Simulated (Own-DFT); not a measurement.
# A layer strained by its substrate: grey tin, 32 atoms (Sn32)

Calculated, not measured: single-point runs of Own-DFT, a retired in-house plane-wave DFT program that no person has reviewed, on unrelaxed cells, without spin or spin-orbit coupling.

Method: PBE; PseudoDojo norm-conserving scalar-relativistic files; cutoff 42 hartree; 3 x 3 x 5 k mesh centred on Gamma; cold (Marzari-Vanderbilt) smearing of 0.2 eV.

Limits: forces on such cells failed a check on a denser k mesh; stress not checked against mesh or cutoff.

Unstrained cell vectors in Å: (12.978, 0.000, 0.000); (0.000, 12.978, 0.000); (0.000, 0.000, 6.489). The unstrained cell has measured lattice constants (interpolated for alloys), not those of this functional. That, the random moves and any unrelaxed bonds set the pressure at no strain. Each run strains x and y alike by e, as a substrate would, and holds the height along z. Random moves of width 0.05 Å per axis were added to every atom. Stress is positive in tension.

```
e (%),u (Å),(s_xx + s_yy)/2 (GPa),s_zz (GPa)
-2.50,0.049,-6.79,-5.98
-2.00,0.045,-6.10,-5.46
-1.50,0.051,-5.56,-5.02
-1.00,0.053,-4.89,-4.52
-0.50,0.053,-4.28,-4.14
0.25,0.051,?,?
0.75,0.049,-2.76,-2.96
1.25,0.046,-2.23,-2.62
2.25,0.048,-1.22,-1.82
2.50,0.052,-1.10,-1.77
```

## Working it out

With e as a fraction, the in-plane stress is -3.7 + 116 e - 422 e² GPa (errors 1 and 90, scatter 0.06), and s_zz is -3.6 + 86 e - 329 e² GPa (slope ± 1, scatter 0.05). At e = 0 the first slope is C11 + C12 and the second 2 C12, both with the ions held to the strained lattice and at the cell's own pressure. The term in e² is negative: the layer stiffens under compression and softens under tension. A free layer would change its height as e changes, and the in-plane slope would drop by 2 C12²/C11 to the biaxial modulus. At fixed height, a misfit of 1 % moves the in-plane stress by about 1.2 GPa and s_zz by 0.9 GPa.

## Check

Asked: what are the two stresses at e = 0.25 %?

From the fit: -3.4 and -3.4 GPa. Computed: -3.29 and -3.32 GPa.
